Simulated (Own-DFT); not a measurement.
# What random displacements cost in 2H SiC, 32 atoms (C16Si16)

These are calculations, not measurements. They come from Own-DFT, an in-house plane-wave density functional program, since retired, whose code no person has reviewed. Each row is one single-point run on a periodic cell that was not relaxed, without spin or spin-orbit coupling.

Settings of every run: PBE; PseudoDojo norm-conserving scalar-relativistic files; cutoff 42 hartree; 5 x 5 x 3 k mesh centred on Gamma; Fermi-Dirac smearing of 0.1 eV.

Known limits: forces on such cells passed a denser k mesh, each cell not checked; stress not checked against mesh or cutoff.

Cell vectors in Å: (6.165, 0.000, 0.000); (-3.083, 5.339, 0.000); (0.000, 0.000, 10.068). In each run every atom was moved at random and independently from its ideal site; u is the rms move along one axis. E is the free energy for each atom above the fitted value at u = 0, and F the rms of the force components.

```
run,u (Å),E (meV/atom),F (eV/Å),largest force (eV/Å),P (GPa)
1,0.0278,25.8,0.765,2.29,3.71
2,0.0293,27.0,0.777,2.27,3.74
3,0.0533,102.1,1.591,6.21,5.28
4,0.0586,115.4,1.532,4.39,5.92
5,0.0830,?,?,?,?
6,0.0931,301.3,2.716,7.80,9.06
7,0.1053,332.0,2.642,7.77,9.38
```

## Worked fit

For small independent moves the energy grows as E = (3/2) K u², with K the mean stiffness felt by one atom. The runs with u up to 0.11 Å give K = 22.1 ± 1.0 eV/Å², with residuals divided by u² + 0.0006 Å², since the noise grows with the moves. The scatter is 6.5 meV/atom at u = 0.05 Å. The forces follow F = G u with G = 27.4 eV/Å²; no force at u = 0 is resolved. G exceeds K because the moves of its neighbours add to the force on an atom, and stiffness differs between atoms. The pressure follows P = 3.52 + 577 u² GPa: at fixed volume, shortened bonds push harder than stretched ones pull.

## Withheld run

Question: what energy and rms force should run 5 give?

The fit gives 229 ± 19 meV/atom and about 2.27 eV/Å. The calculation gave 278.4 meV/atom and 2.535 eV/Å.
